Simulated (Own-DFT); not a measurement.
# Computed records: GaN (wurtzite, strained, atoms displaced)

A calculation, not a measurement: plane-wave PBE density functional theory by an unreviewed code, no spin, of a simulated periodic cell, stress positive in tension, free energy of the whole cell less one offset for each atom, forces on such cells passed a denser k mesh, this cell's mesh not checked; offsets are fitted by least squares, one for each functional and potential file, so energies compare only between cells with the same atoms and settings and are not formation energies; the far tail of each file's local potential was reset to the Coulomb form; each entry is a single point on an unrelaxed cell, so the pressure reflects the starting lattice, mostly measured values (interpolated for alloys), from which strain is counted, and rises with the displacements; printed positions are rounded, which can move forces by about a meV/angstrom; the program, named Own-DFT, is a retired in-house code; no spin-orbit coupling. Program: Own-DFT development build.

Settings shared by all entries: functional PBE; potential files PseudoDojo norm-conserving, scalar-relativistic, standard set with the stringent files for Ga; wave cutoff 96 hartree; occupations Gaussian; smearing width 0.01 eV; k mesh 3 x 4 x 3 centred on Gamma.

(1) 
```cif
# cell vector a (Å): 12.7560 0.0000 0.0000
# cell vector b (Å): -4.7835 8.2853 0.0000
# cell vector c (Å): 0.0000 0.0000 10.1626
data_GaN
_symmetry_space_group_name_H-M 'P 1'
_symmetry_Int_Tables_number 1
_cell_length_a 12.7560
_cell_length_b 9.5670
_cell_length_c 10.1626
_cell_angle_alpha 90.000
_cell_angle_beta 90.000
_cell_angle_gamma 120.000
_cell_volume 1074.06
loop_
_atom_site_label
_atom_site_type_symbol
_atom_site_fract_x
_atom_site_fract_y
_atom_site_fract_z
_atom_site_occupancy
Ga1 Ga 0.09096 0.22105 0.00028 1
Ga2 Ga 0.16303 0.10791 0.25121 1
N1 N 0.07826 0.21979 0.18107 1
N2 N 0.16260 0.10214 0.43692 1
Ga3 Ga 0.09252 0.23311 0.50241 1
Ga4 Ga 0.17135 0.11469 0.76273 1
N3 N 0.08681 0.22749 0.68687 1
N4 N 0.16741 0.11757 0.93621 1
Ga5 Ga 0.07726 0.54772 0.00714 1
Ga6 Ga 0.17033 0.44278 0.24895 1
N5 N 0.08218 0.55322 0.19430 1
N6 N 0.17458 0.44876 0.43882 1
Ga7 Ga 0.08504 0.55646 0.50778 1
Ga8 Ga 0.17348 0.45300 0.75150 1
N7 N 0.07877 0.55443 0.68936 1
N8 N 0.16999 0.45447 0.94180 1
Ga9 Ga 0.08516 0.89763 0.00179 1
Ga10 Ga 0.16650 0.77377 0.24497 1
N9 N 0.08388 0.88554 0.19013 1
N10 N 0.16448 0.78211 0.44065 1
Ga11 Ga 0.08512 0.89265 0.50092 1
Ga12 Ga 0.16987 0.77506 0.75224 1
N11 N 0.08968 0.89164 0.68075 1
N12 N 0.16762 0.78323 0.93762 1
Ga13 Ga 0.32988 0.22533 0.00626 1
Ga14 Ga 0.41594 0.10581 0.25540 1
N13 N 0.33119 0.21735 0.18259 1
N14 N 0.41871 0.10667 0.44373 1
Ga15 Ga 0.33057 0.20714 0.49590 1
Ga16 Ga 0.42178 0.12656 0.75041 1
N15 N 0.33805 0.22754 0.68576 1
N16 N 0.41685 0.10752 0.93726 1
Ga17 Ga 0.33162 0.55794 0.99347 1
Ga18 Ga 0.41309 0.44568 0.24491 1
N17 N 0.33441 0.55012 0.19115 1
N18 N 0.41572 0.44373 0.43841 1
Ga19 Ga 0.32877 0.54203 0.50008 1
Ga20 Ga 0.41694 0.44831 0.74329 1
N19 N 0.33752 0.56253 0.68961 1
N20 N 0.42140 0.44356 0.94460 1
Ga21 Ga 0.33368 0.88825 0.00497 1
Ga22 Ga 0.41222 0.78134 0.24783 1
N21 N 0.33174 0.89379 0.19069 1
N22 N 0.41025 0.77792 0.43157 1
Ga23 Ga 0.33013 0.88665 0.49467 1
Ga24 Ga 0.41881 0.78345 0.74055 1
N23 N 0.32707 0.89197 0.68447 1
N24 N 0.41709 0.78234 0.92923 1
Ga25 Ga 0.58059 0.22545 0.00166 1
Ga26 Ga 0.66633 0.10505 0.25282 1
N25 N 0.58633 0.22577 0.19229 1
N26 N 0.67433 0.11726 0.43492 1
Ga27 Ga 0.58449 0.21720 0.48977 1
Ga28 Ga 0.66933 0.11437 0.75056 1
N27 N 0.58765 0.22490 0.68853 1
N28 N 0.66619 0.10379 0.93137 1
Ga29 Ga 0.58120 0.56079 0.00343 1
Ga30 Ga 0.67253 0.45596 0.25192 1
N29 N 0.58685 0.56235 0.19060 1
N30 N 0.66396 0.44882 0.43524 1
Ga31 Ga 0.57899 0.54851 0.50440 1
Ga32 Ga 0.66594 0.44835 0.75180 1
N31 N 0.57688 0.55211 0.68134 1
N32 N 0.66501 0.44218 0.93866 1
Ga33 Ga 0.58525 0.89503 0.00125 1
Ga34 Ga 0.66509 0.77762 0.25708 1
N33 N 0.58796 0.89483 0.19127 1
N34 N 0.67258 0.79152 0.44609 1
Ga35 Ga 0.58542 0.89624 0.50511 1
Ga36 Ga 0.66730 0.77151 0.74685 1
N35 N 0.58779 0.88971 0.68914 1
N36 N 0.66697 0.77213 0.93493 1
Ga37 Ga 0.82960 0.22184 0.99576 1
Ga38 Ga 0.92077 0.11742 0.24758 1
N37 N 0.83622 0.21800 0.18434 1
N38 N 0.91536 0.11064 0.44933 1
Ga39 Ga 0.82964 0.21201 0.49302 1
Ga40 Ga 0.91738 0.11313 0.75212 1
N39 N 0.82899 0.21239 0.68789 1
N40 N 0.91582 0.10242 0.94005 1
Ga41 Ga 0.83820 0.55545 0.99652 1
Ga42 Ga 0.91853 0.44776 0.24798 1
N41 N 0.83847 0.56354 0.19051 1
N42 N 0.91596 0.44978 0.43094 1
Ga43 Ga 0.83044 0.54981 0.49449 1
Ga44 Ga 0.90909 0.43903 0.75101 1
N43 N 0.83669 0.55828 0.69293 1
N44 N 0.91930 0.44803 0.94261 1
Ga45 Ga 0.82827 0.88015 0.01022 1
Ga46 Ga 0.91443 0.78006 0.25443 1
N45 N 0.83204 0.88200 0.18934 1
N46 N 0.91005 0.77539 0.43476 1
Ga47 Ga 0.82844 0.89614 0.49987 1
Ga48 Ga 0.91636 0.77333 0.75083 1
N47 N 0.83824 0.89178 0.67550 1
N48 N 0.91292 0.77931 0.94281 1
_calc_free_energy_of_cell_above_offsets '-3.946'  # eV
_calc_pressure 11.15  # GPa
_calc_stress_xx -8.39  # GPa
_calc_stress_yy -6.85  # GPa
_calc_stress_zz -18.21  # GPa
_calc_stress_yz -0.12  # GPa
_calc_stress_xz -0.2  # GPa
_calc_stress_xy -0.02  # GPa
```

Force:
```
element  x (eV/Å)  y (eV/Å)  z (eV/Å)
     Ga    -2.949     0.881    -1.087
     Ga     0.252    -0.104    -0.642
      N     1.584     0.586     1.786
      N     0.033         2    -0.002
     Ga    -0.712    -1.647    -0.302
     Ga    -0.223    -0.548    -4.676
      N     0.439     0.193     1.445
      N     1.181    -0.648      2.29
     Ga      0.79     1.583    -0.787
     Ga    -0.744    -0.083    -0.105
      N     1.084    -0.099    -0.368
      N    -2.089    -0.639    -0.455
     Ga    -0.686     0.243    -1.958
     Ga    -1.101    -0.717    -0.205
      N     0.594    -0.491     1.195
      N    -0.321    -1.409    -0.248
     Ga    -0.052    -1.389    -0.314
     Ga    -0.839     0.287     1.314
      N    -0.481     0.525    -0.169
      N     0.651    -1.032    -0.987
     Ga    -1.332     -1.61    -0.812
     Ga    -1.201     0.402    -0.559
      N    -0.691     0.108     2.968
      N    -0.192    -0.689     1.319
     Ga     1.633    -0.339    -2.312
     Ga    -0.026     1.588    -0.907
      N    -0.078     0.175     3.021
      N    -0.171     0.258    -0.899
     Ga     -0.77     1.443     0.345
     Ga     0.689    -1.698    -0.272
      N    -1.064    -0.054     0.229
      N    -0.822     0.597     0.731
     Ga     1.377     0.704     0.588
     Ga     2.106    -0.782     0.829
      N    -1.517     1.641     -1.35
      N      0.36    -1.096    -0.388
     Ga      1.08     2.402     0.035
     Ga    -0.037    -0.541      1.36
      N    -0.277    -0.447    -0.311
      N    -1.719     0.003    -1.331
     Ga    -0.229     0.203    -1.748
     Ga     1.369    -0.562    -0.309
      N     0.465    -0.792     -0.16
      N     1.444    -0.324     1.539
     Ga    -0.207     -0.61     0.937
     Ga    -0.497     0.975     0.189
      N     1.877     0.576     0.203
      N     0.345    -0.298     1.559
     Ga     0.624    -0.588    -0.137
     Ga     0.161     1.701    -1.453
      N     -0.17    -0.254     0.229
      N    -1.706     -1.14      0.62
     Ga    -0.005     1.351     1.387
     Ga    -0.565    -0.706    -0.973
      N    -0.307     0.194     -0.81
      N    -0.707     1.433     1.801
     Ga       1.3    -0.378    -0.205
     Ga    -0.002    -0.715    -1.212
      N    -0.638    -0.623     0.361
      N     0.497    -0.937     1.086
     Ga    -0.056     1.166    -2.409
     Ga     0.305    -0.321    -0.616
      N     1.191     0.384     2.276
      N     0.154     0.743     0.528
     Ga     0.233    -1.352    -0.654
     Ga     0.273     0.425    -0.047
      N    -0.864    -1.499    -0.495
      N    -2.026    -2.217    -0.966
     Ga    -0.543    -0.879     -1.18
     Ga     0.418     1.051    -0.311
      N     -0.59     0.061     0.333
      N    -0.725     0.797     0.441
     Ga     1.099    -0.656     0.107
     Ga    -0.529    -1.534     0.846
      N    -1.188     0.752     0.531
      N     1.675     1.453     -2.33
     Ga     0.745     2.605     1.261
     Ga     0.643    -0.762    -0.485
      N      0.27     1.503    -0.258
      N    -0.027     0.937     0.321
     Ga    -1.609     0.512      0.86
     Ga    -0.652    -0.781    -0.413
      N    -0.084    -0.945     -0.78
      N     1.124    -1.154     1.807
     Ga    -0.218     1.226      0.67
     Ga     1.135    -0.257    -0.403
      N    -0.985    -0.866    -0.921
      N    -0.153    -1.161    -0.755
     Ga    -0.203     0.738    -2.056
     Ga     1.023     -0.08    -0.801
      N    -0.925     1.255     1.584
      N     0.467     0.407      1.82
     Ga     2.575    -0.797    -1.172
     Ga     0.152     1.854    -0.519
      N    -0.192    -0.612      3.87
      N     1.269    -0.062      -0.6
```

(2) 
```cif
# cell vector a (Å): 12.7560 0.0000 0.0000
# cell vector b (Å): -4.7835 8.2853 0.0000
# cell vector c (Å): 0.0000 0.0000 10.1626
data_GaN
_symmetry_space_group_name_H-M 'P 1'
_symmetry_Int_Tables_number 1
_cell_length_a 12.7560
_cell_length_b 9.5670
_cell_length_c 10.1626
_cell_angle_alpha 90.000
_cell_angle_beta 90.000
_cell_angle_gamma 120.000
_cell_volume 1074.06
loop_
_atom_site_label
_atom_site_type_symbol
_atom_site_fract_x
_atom_site_fract_y
_atom_site_fract_z
_atom_site_occupancy
Ga1 Ga 0.08406 0.22424 0.99632 1
Ga2 Ga 0.16293 0.11469 0.25871 1
N1 N 0.08118 0.22389 0.18538 1
N2 N 0.16959 0.11680 0.43655 1
Ga3 Ga 0.08080 0.22696 0.49774 1
Ga4 Ga 0.17179 0.12199 0.75096 1
N3 N 0.08598 0.21401 0.68914 1
N4 N 0.15893 0.10186 0.93458 1
Ga5 Ga 0.08119 0.56331 0.99107 1
Ga6 Ga 0.16593 0.45143 0.25016 1
N5 N 0.08529 0.55641 0.19253 1
N6 N 0.17309 0.44940 0.44145 1
Ga7 Ga 0.08448 0.54856 0.49904 1
Ga8 Ga 0.16313 0.44626 0.74832 1
N7 N 0.07570 0.55058 0.68715 1
N8 N 0.17140 0.44642 0.92881 1
Ga9 Ga 0.08949 0.89146 0.00167 1
Ga10 Ga 0.16973 0.78713 0.25083 1
N9 N 0.08480 0.88435 0.18326 1
N10 N 0.17255 0.78467 0.43649 1
Ga11 Ga 0.08677 0.89303 0.49787 1
Ga12 Ga 0.16123 0.77586 0.74667 1
N11 N 0.08715 0.89501 0.68571 1
N12 N 0.17086 0.77996 0.93494 1
Ga13 Ga 0.33482 0.22535 0.00478 1
Ga14 Ga 0.41791 0.10706 0.25163 1
N13 N 0.32872 0.21076 0.18015 1
N14 N 0.40682 0.10768 0.44067 1
Ga15 Ga 0.33570 0.22810 0.50993 1
Ga16 Ga 0.41633 0.10181 0.75192 1
N15 N 0.34011 0.22711 0.69050 1
N16 N 0.41811 0.10292 0.94570 1
Ga17 Ga 0.33085 0.55232 0.00185 1
Ga18 Ga 0.41028 0.44807 0.25602 1
N17 N 0.33595 0.55228 0.19504 1
N18 N 0.41859 0.44220 0.44199 1
Ga19 Ga 0.33904 0.56134 0.50035 1
Ga20 Ga 0.42164 0.44078 0.74518 1
N19 N 0.33669 0.55804 0.67583 1
N20 N 0.41562 0.44782 0.93882 1
Ga21 Ga 0.32736 0.88076 0.99243 1
Ga22 Ga 0.41370 0.77648 0.25435 1
N21 N 0.34197 0.89133 0.18272 1
N22 N 0.40906 0.77600 0.42812 1
Ga23 Ga 0.33578 0.89403 0.49982 1
Ga24 Ga 0.41883 0.77983 0.75511 1
N23 N 0.32574 0.88426 0.68767 1
N24 N 0.42159 0.77648 0.93296 1
Ga25 Ga 0.58773 0.23199 0.00455 1
Ga26 Ga 0.66231 0.10644 0.24687 1
N25 N 0.59015 0.23043 0.18086 1
N26 N 0.67041 0.11036 0.43156 1
Ga27 Ga 0.58068 0.22342 0.49902 1
Ga28 Ga 0.66133 0.10871 0.75172 1
N27 N 0.58380 0.22651 0.68061 1
N28 N 0.66176 0.10310 0.94537 1
Ga29 Ga 0.58837 0.56708 0.00521 1
Ga30 Ga 0.66377 0.42351 0.24606 1
N29 N 0.58361 0.56043 0.18485 1
N30 N 0.66873 0.44255 0.44255 1
Ga31 Ga 0.58676 0.56038 0.49251 1
Ga32 Ga 0.66936 0.44324 0.76049 1
N31 N 0.58439 0.55507 0.68160 1
N32 N 0.67071 0.44902 0.93516 1
Ga33 Ga 0.58768 0.88632 0.00091 1
Ga34 Ga 0.66549 0.77654 0.24607 1
N33 N 0.58559 0.89254 0.18716 1
N34 N 0.66179 0.76775 0.43535 1
Ga35 Ga 0.58727 0.90214 0.49515 1
Ga36 Ga 0.66090 0.77197 0.74614 1
N35 N 0.58613 0.88447 0.68392 1
N36 N 0.66927 0.77287 0.93645 1
Ga37 Ga 0.83791 0.23088 0.99723 1
Ga38 Ga 0.91918 0.10980 0.24930 1
N37 N 0.83090 0.22288 0.18737 1
N38 N 0.91559 0.11578 0.44500 1
Ga39 Ga 0.83323 0.21877 0.50765 1
Ga40 Ga 0.91688 0.11301 0.75079 1
N39 N 0.83564 0.22360 0.68468 1
N40 N 0.92176 0.11143 0.93638 1
Ga41 Ga 0.83576 0.55445 0.99363 1
Ga42 Ga 0.91634 0.44217 0.25498 1
N41 N 0.83128 0.54602 0.18259 1
N42 N 0.92257 0.44708 0.43352 1
Ga43 Ga 0.83302 0.55659 0.49232 1
Ga44 Ga 0.92523 0.44756 0.75147 1
N43 N 0.82600 0.55191 0.67733 1
N44 N 0.92031 0.44672 0.93448 1
Ga45 Ga 0.84133 0.89952 0.00186 1
Ga46 Ga 0.91635 0.78402 0.25875 1
N45 N 0.82779 0.88839 0.19214 1
N46 N 0.92416 0.78330 0.44484 1
Ga47 Ga 0.83163 0.88431 0.50017 1
Ga48 Ga 0.91021 0.77781 0.74721 1
N47 N 0.82767 0.87212 0.69299 1
N48 N 0.92293 0.77577 0.94552 1
_calc_free_energy_of_cell_above_offsets '-2.640'  # eV
_calc_pressure 11.6  # GPa
_calc_stress_xx -6.75  # GPa
_calc_stress_yy -8.24  # GPa
_calc_stress_zz -19.79  # GPa
_calc_stress_yz 0.72  # GPa
_calc_stress_xz -0.8  # GPa
_calc_stress_xy 0.01  # GPa
```

Force:
```
element  x (eV/Å)  y (eV/Å)  z (eV/Å)
     Ga     0.799     0.189    -0.057
     Ga     1.076    -0.344    -2.803
      N     0.472     0.301      0.54
      N    -0.438     0.119     1.876
     Ga     1.173    -0.269     0.486
     Ga     1.202     -1.59    -0.213
      N    -2.179     1.635    -0.584
      N     0.902     1.614     0.899
     Ga     1.741    -0.665     1.843
     Ga     0.781    -0.698     0.067
      N    -0.757     0.799    -1.424
      N    -0.348    -0.641    -0.447
     Ga    -0.478     1.579    -0.644
     Ga     1.648    -0.202    -1.725
      N     2.129     1.296    -0.402
      N    -1.205     0.024     1.963
     Ga    -0.612    -0.327    -0.926
     Ga     1.021    -0.834    -0.443
      N    -1.317      0.94     1.935
      N    -0.576     -0.95     0.745
     Ga     0.913     0.327     0.457
     Ga    -0.134     0.343    -0.526
      N    -0.682    -0.281     0.563
      N    -1.223    -0.614    -0.285
     Ga     -0.05    -0.443    -2.629
     Ga    -0.751     0.513     -0.94
      N    -0.143     0.916      3.46
      N     1.608     1.147    -0.424
     Ga    -0.454    -0.433    -1.728
     Ga    -0.264     0.915     0.329
      N    -0.184    -1.393     1.049
      N     -0.48     1.303    -1.071
     Ga     0.575     0.626    -0.249
     Ga     2.858    -1.784    -0.675
      N     -2.27     0.954    -1.341
      N    -0.285     0.377    -0.292
     Ga     0.043    -0.095    -1.703
     Ga    -0.858     1.574     0.714
      N    -0.458     -0.16     3.558
      N     0.948    -0.373     -0.23
     Ga     2.294     0.858     1.026
     Ga     0.829     0.155    -3.055
      N    -1.231    -0.449     0.235
      N     1.295     0.933     3.417
     Ga    -0.254     -1.05     0.042
     Ga    -0.153    -0.801    -2.553
      N      1.34    -0.007     0.351
      N    -0.563    -0.278     2.179
     Ga     -0.23    -1.326    -2.553
     Ga     0.952     0.759    -0.802
      N    -0.846    -3.891     1.779
      N    -0.949     1.229     0.925
     Ga     0.234    -0.303    -0.887
     Ga     0.568     0.141     -0.07
      N     0.182    -1.027     2.122
      N      0.64      1.76    -1.168
     Ga    -0.355    -1.796     -1.29
     Ga    -0.559     5.184     1.607
      N     0.197    -1.479     1.889
      N    -0.585    -0.188     -1.79
     Ga     0.213    -1.764      0.87
     Ga    -0.739     0.324    -3.925
      N     0.383    -0.416     0.871
      N    -0.453    -0.284     2.403
     Ga    -0.476    -0.479     -0.29
     Ga    -0.599    -0.129     0.429
      N    -0.451    -1.124     0.475
      N     0.082     2.693    -0.071
     Ga    -0.042      -2.5    -0.028
     Ga     0.881    -0.467     0.342
      N    -1.411     1.204     0.101
      N     0.106     1.809    -0.003
     Ga    -0.236    -1.491     0.507
     Ga    -1.522     0.573     0.279
      N     0.769    -0.321     0.023
      N     0.683    -1.248     -0.94
     Ga    -0.762     1.127     -2.49
     Ga     0.548    -1.109    -0.959
      N    -0.476    -0.231     2.671
      N    -1.295      0.74     0.343
     Ga    -0.262     0.605     0.967
     Ga     0.068     0.135    -2.101
      N    -0.243     1.024     1.169
      N    -0.715    -0.582     2.171
     Ga     0.926     -0.31     0.325
     Ga    -3.449    -0.959    -1.313
      N     1.577     0.203     2.043
      N    -0.395    -0.281     0.277
     Ga     0.083    -1.871    -0.353
     Ga     0.636    -1.241    -2.036
      N     1.498     0.495    -0.185
      N    -1.188    -0.383    -0.678
     Ga    -0.358     0.288       0.3
     Ga     2.952    -1.106     0.898
      N    -1.929     2.793     -1.09
      N     -0.95     0.465    -1.127
```
